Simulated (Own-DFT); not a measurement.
## Calculated data, Hf36O71 (tetragonal hafnia with one neutral oxygen vacancy, atoms displaced)

A calculation, not a measurement: plane-wave PBE and HSE06 DFT by an unreviewed code, no spin, of a simulated cell at Gamma alone, so results move with cell size and shape, stress positive in tension, energies less offsets, not probed for a lower state with spin; hafnium file: forces about 75 meV/angstrom off all-electron values; oxygen file: force components 24 meV/angstrom off all-electron in a glass; k mesh not checked against a denser one; forces and stress are PBE's, HSE06 gives the energy alone, and its difference from PBE has offsets of its own; offsets are fitted by least squares, one for each functional and potential file, so energies compare only between cells with the same atoms and settings and are not formation energies; the far tail of each file's local potential was reset to the Coulomb form; each entry is a single point on an unrelaxed cell, so the pressure reflects the starting lattice, taken from the Materials Project, from which strain is counted, and rises with the displacements; printed positions are rounded, which can move forces by about a meV/angstrom; the program is a retired in-house code; no spin-orbit coupling. Program: Own-DFT development build.

### Hf36O71 (tetragonal hafnia with one neutral oxygen vacancy, atoms displaced)

```cif
# cell vector a (Å): 10.7800 0.0000 0.0000
# cell vector b (Å): 0.0000 10.7800 0.0000
# cell vector c (Å): 0.0000 0.0000 10.4493
data_Hf36O71
_symmetry_space_group_name_H-M 'P 1'
_symmetry_Int_Tables_number 1
_cell_length_a 10.7800
_cell_length_b 10.7800
_cell_length_c 10.4493
_cell_angle_alpha 90.000
_cell_angle_beta 90.000
_cell_angle_gamma 90.000
_cell_volume 1214.30
loop_
_atom_site_label
_atom_site_type_symbol
_atom_site_fract_x
_atom_site_fract_y
_atom_site_fract_z
_atom_site_occupancy
Hf1 Hf 0.01364 0.00240 0.01253 1
Hf2 Hf 0.16740 0.19463 0.26075 1
O1 O 0.00430 0.17406 0.15042 1
O2 O 0.15635 0.01033 0.34137 1
O3 O 0.99703 0.15732 0.38773 1
O4 O 0.16417 0.00455 0.10318 1
Hf3 Hf 0.00877 0.01350 0.50221 1
Hf4 Hf 0.16987 0.16559 0.74684 1
O5 O 0.99787 0.17144 0.65274 1
O6 O 0.16952 0.00647 0.85782 1
O7 O 0.99540 0.16953 0.89932 1
O8 O 0.15871 0.00840 0.60191 1
Hf5 Hf 0.00324 0.34227 0.99784 1
Hf6 Hf 0.17438 0.48662 0.25239 1
O9 O 0.99868 0.50560 0.15041 1
O10 O 0.18056 0.32341 0.35820 1
O11 O 0.00744 0.50662 0.40422 1
O12 O 0.17046 0.31670 0.09030 1
Hf7 Hf 0.99394 0.32359 0.49217 1
Hf8 Hf 0.15761 0.50477 0.73651 1
O13 O 0.00157 0.50818 0.64689 1
O14 O 0.16873 0.33847 0.84544 1
O15 O 0.99776 0.50427 0.89684 1
O16 O 0.15383 0.33849 0.59596 1
Hf9 Hf 0.99965 0.64620 0.99064 1
Hf10 Hf 0.16335 0.83691 0.24106 1
O17 O 0.99745 0.83585 0.15363 1
O18 O 0.15787 0.66276 0.34800 1
O19 O 0.01112 0.84018 0.38746 1
O20 O 0.16853 0.66423 0.10024 1
Hf11 Hf 0.99376 0.67327 0.50417 1
Hf12 Hf 0.16158 0.83184 0.75368 1
O21 O 0.00079 0.83814 0.65128 1
O22 O 0.16005 0.65842 0.83819 1
O23 O 0.99401 0.82890 0.89898 1
O24 O 0.16635 0.66844 0.60594 1
Hf13 Hf 0.33253 0.00553 0.99111 1
Hf14 Hf 0.50205 0.17320 0.26037 1
O25 O 0.33196 0.17555 0.13832 1
O26 O 0.49730 0.00924 0.35300 1
O27 O 0.33379 0.16030 0.40845 1
O28 O 0.50874 0.99985 0.10843 1
Hf15 Hf 0.33431 0.98742 0.48976 1
Hf16 Hf 0.48878 0.18340 0.74671 1
O29 O 0.34664 0.17737 0.66808 1
O30 O 0.49711 0.99543 0.84320 1
O31 O 0.33729 0.15327 0.90486 1
O32 O 0.49004 0.00770 0.57259 1
Hf17 Hf 0.32790 0.33968 0.99728 1
Hf18 Hf 0.50122 0.50195 0.23498 1
O33 O 0.34017 0.50069 0.14705 1
O34 O 0.50717 0.32912 0.35492 1
O35 O 0.32840 0.50039 0.40029 1
Hf19 Hf 0.33613 0.32899 0.50049 1
Hf20 Hf 0.49949 0.49165 0.74784 1
O36 O 0.32878 0.50254 0.64970 1
O37 O 0.51166 0.33190 0.84603 1
O38 O 0.32970 0.50865 0.90509 1
O39 O 0.49610 0.34327 0.58367 1
Hf21 Hf 0.31834 0.67011 0.98985 1
Hf22 Hf 0.49314 0.84122 0.25536 1
O40 O 0.33720 0.83436 0.15714 1
O41 O 0.50268 0.66491 0.34821 1
O42 O 0.32147 0.83949 0.39984 1
O43 O 0.49572 0.67663 0.11117 1
Hf23 Hf 0.33922 0.67220 0.50500 1
Hf24 Hf 0.49987 0.82621 0.74707 1
O44 O 0.33857 0.83580 0.63689 1
O45 O 0.50489 0.66617 0.84213 1
O46 O 0.32936 0.84147 0.91826 1
O47 O 0.50561 0.66885 0.59529 1
Hf25 Hf 0.66136 0.00304 0.00753 1
Hf26 Hf 0.83720 0.16639 0.24286 1
O48 O 0.66973 0.15942 0.14815 1
O49 O 0.83264 0.99851 0.33886 1
O50 O 0.65341 0.17230 0.40893 1
O51 O 0.83239 0.99394 0.08163 1
Hf27 Hf 0.66688 0.99899 0.48028 1
Hf28 Hf 0.83725 0.16500 0.75251 1
O52 O 0.65745 0.16699 0.66094 1
O53 O 0.83716 0.01272 0.83152 1
O54 O 0.67108 0.15382 0.90217 1
O55 O 0.83011 0.99562 0.60171 1
Hf29 Hf 0.66850 0.32993 0.99902 1
Hf30 Hf 0.83536 0.50467 0.24604 1
O56 O 0.66506 0.50647 0.15781 1
O57 O 0.83531 0.35369 0.35072 1
O58 O 0.65721 0.50327 0.41318 1
O59 O 0.83691 0.33316 0.09902 1
Hf31 Hf 0.66871 0.34174 0.50791 1
Hf32 Hf 0.81702 0.49690 0.74763 1
O60 O 0.66739 0.51285 0.66548 1
O61 O 0.82924 0.33702 0.84783 1
O62 O 0.67314 0.48618 0.89128 1
O63 O 0.83435 0.33739 0.60993 1
Hf33 Hf 0.65395 0.66782 0.00452 1
Hf34 Hf 0.83946 0.83567 0.24738 1
O64 O 0.67962 0.83705 0.13561 1
O65 O 0.84477 0.66939 0.33634 1
O66 O 0.65721 0.82801 0.39021 1
O67 O 0.82668 0.66845 0.08393 1
Hf35 Hf 0.66796 0.66663 0.49043 1
Hf36 Hf 0.82533 0.83963 0.75547 1
O68 O 0.66071 0.83046 0.65304 1
O69 O 0.82130 0.65972 0.83363 1
O70 O 0.66545 0.83520 0.90145 1
O71 O 0.82246 0.67319 0.61224 1
```

* first functional: PBE
* second functional: HSE06
* exact exchange share: 0.25
* screening: 0.11 1/bohr
* exchange divergence: Gygi-Baldereschi
* potential files: PseudoDojo norm-conserving, scalar-relativistic, made for PBE, standard set
* wave cutoff: 48 hartree
* occupations: fixed
* k mesh: 1 x 1 x 1 centred on Gamma
* PBE energy of cell above offsets: -86.093 eV
* HSE06 less PBE above offsets: 0.639 eV
* PBE pressure: 5.72 GPa
* PBE stress xx: -4.61 GPa
* PBE stress yy: -6.59 GPa
* PBE stress zz: -5.95 GPa
* PBE stress yz: -0.62 GPa
* PBE stress xz: -2.02 GPa
* PBE stress xy: -0.26 GPa

Force:
```tsv
element	x (eV/Å)	y (eV/Å)	z (eV/Å)
Hf	-2.972	-0.377	-2.67
Hf	0.56	-11.57	-6.549
O	-0.807	0.067	0.263
O	0.926	0.066	0.459
O	-0.71	3.604	0.567
O	2.223	-0.896	0.294
Hf	-1.967	-3.759	-0.337
Hf	-1.322	0.434	1.055
O	1.113	-0.12	-1.637
O	-0.493	-0.859	-1.138
O	0.968	0.673	0.771
O	2.84	0.344	0.905
Hf	-1.521	-2.627	-1.141
Hf	-0.294	5.174	1.368
O	1.38	-0.943	-0.546
O	-0.689	7.013	3.45
O	-0.054	-2.337	-0.164
O	-1.33	2.274	1.535
Hf	-0.941	2.578	2.002
Hf	0.521	-1.482	-0.661
O	-1.855	0.21	-0.155
O	0.392	-0.586	0.175
O	0.373	-3.714	-1.445
O	1.687	-1.018	-0.555
Hf	-1.535	6.018	2.342
Hf	-0.225	-0.075	1.857
O	0.832	0.199	-1.407
O	1.02	-0.117	-1.017
O	-0.89	-0.144	2.441
O	-0.664	-0.16	-0.861
Hf	0.946	0.138	-0.237
Hf	-1.299	0.299	-0.781
O	0.392	-0.434	-0.005
O	0.715	2.34	2.155
O	1.066	0.13	0.429
O	0.39	0.759	-1.083
Hf	1.189	-1.1	4.091
Hf	-0.461	-1.146	-2.143
O	1.177	0.628	2.366
O	0.105	-1.558	-1.436
O	-0.242	1.748	-0.522
O	-2.383	-0.151	0.119
Hf	-1.205	2.681	1.71
Hf	8.291	-5.02	3.4
O	-8.178	0.702	-4.598
O	-0.566	0.329	-0.383
O	-0.014	5.772	-2.403
O	2.3	-0.332	1.914
Hf	1.732	-1.327	-0.196
Hf	-0.408	0.539	2.806
O	-2.023	-1.408	-0.367
O	-1.099	2.058	-1.36
O	-0.125	-0.814	-0.108
Hf	-1.384	1.204	-0.337
Hf	-0.364	2.282	0.234
O	1.027	-0.306	0.132
O	-1.308	1.464	1.287
O	0.725	-1.597	-0.856
O	1.307	0.517	2.673
Hf	1.728	0.644	2.227
Hf	1.553	-0.849	-1.839
O	-1.298	0.222	-0.087
O	-0.999	0.415	0.151
O	0.65	-3.255	-1.879
O	-0.222	-0.906	-1.593
Hf	-1.015	-1.028	-0.859
Hf	1.483	2.009	0.036
O	-1.28	-0.362	1.696
O	-0.551	-1.181	0.875
O	-0.715	-2.921	-2.873
O	-0.896	-0.486	-0.135
Hf	0.208	-1.629	-1.496
Hf	-0.149	0.189	-0.804
O	-0.168	1.466	1.465
O	-1.112	1.292	0.546
O	1.768	0.239	-0.639
O	1.993	1.327	1.507
Hf	-0.252	-0.039	3.285
Hf	-2.155	1.852	-0.39
O	0.726	0.986	-1.079
O	0.252	-3.705	2.022
O	-0.241	3.187	0.683
O	0.048	0.493	-2.436
Hf	0.547	-1.334	-1.055
Hf	0.319	0.925	-0.569
O	0.834	-0.624	-1.066
O	-0.065	-3.169	0.605
O	0.736	-0.813	-0.853
O	-0.456	0.278	0.083
Hf	0.31	-1.687	-0.497
Hf	4.304	0.553	1.513
O	-3.961	-1.14	-3.569
O	0.77	-1.13	1.096
O	-1.478	1.362	2.33
O	-0.052	-0.089	-2.238
Hf	1.462	1.37	-1.229
Hf	-0.886	-0.116	-1.803
O	-1.57	-0.859	2.111
O	-0.717	-0.405	1.62
O	0.777	1.044	0.256
O	1.269	-1.141	0.272
Hf	-0.398	1.619	1.966
Hf	0.101	-0.509	-0.275
O	-0.262	0.865	-0.689
O	0.702	1.124	1.938
O	0.129	-0.349	-0.437
O	1.354	-0.007	-3.592
```
